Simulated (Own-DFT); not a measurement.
# Same atoms, different arrangement: Ga32P32, 64 atoms

All numbers below are calculated, not measured. They come from Own-DFT, an in-house plane-wave density functional program, since retired, whose code no person has reviewed. Each row is one single-point run on a periodic cell that was not relaxed, without spin or spin-orbit coupling.

Settings of every run: PBE; PseudoDojo norm-conserving scalar-relativistic files; cutoff 42 hartree; 3 x 3 x 3 k mesh centred on Gamma; Fermi-Dirac smearing of 0.1 eV.

Known limits, some of them of some rows only: not probed for a lower state with spin; forces on such cells failed a check on a denser k mesh; forces on such cells passed a denser k mesh, each cell not checked; stress not checked against mesh or cutoff.

All cells hold the same atoms in the same cell, with vectors in Å (10.901, 0.000, 0.000); (0.000, 10.901, 0.000); (0.000, 0.000, 10.901). Every atom was moved at random from its ideal site; u is the rms move along one axis. The defect's site can differ from row to row. E is the free energy of the cell above the lowest run. The arrangements:

- A: zincblende GaP
- B: zincblende GaP, with one Ga on a P site and one P on a Ga site, 2.4 Å apart

```
arrangement   u (Å)  E (eV)  P (GPa)
          A  0.0204   0.052     2.73
          A  0.0204   0.047     2.72
          A  0.0205   0.000     2.72
          A  0.0491   2.157     3.22
          A  0.0508   2.399     3.26
          A  0.0526   2.561     3.28
          B  0.0278   3.724     3.01
          B  0.0304   3.802     3.03
          B  0.0330   3.723     3.01
          B  0.0443   4.681     3.24
          B  0.0474   5.673     3.52
          B  0.0476   4.970     3.31
```

Question: once the cost of the random moves is taken out, how do the arrangements rank?

## Worked answer

Fit E = a + b u², with one b for all and one a for each arrangement, and with residuals divided by u², since the noise grows with the moves. Then b = 1057 eV/Å², the scatter at u = 0.04 Å is 0.21 eV, and against A:

- B: 3.21 ± 0.08 eV (higher)

These are energies of unrelaxed cells. Relaxing the atoms lowers the strained arrangements most, so the gaps would shrink and small ones could change sign.
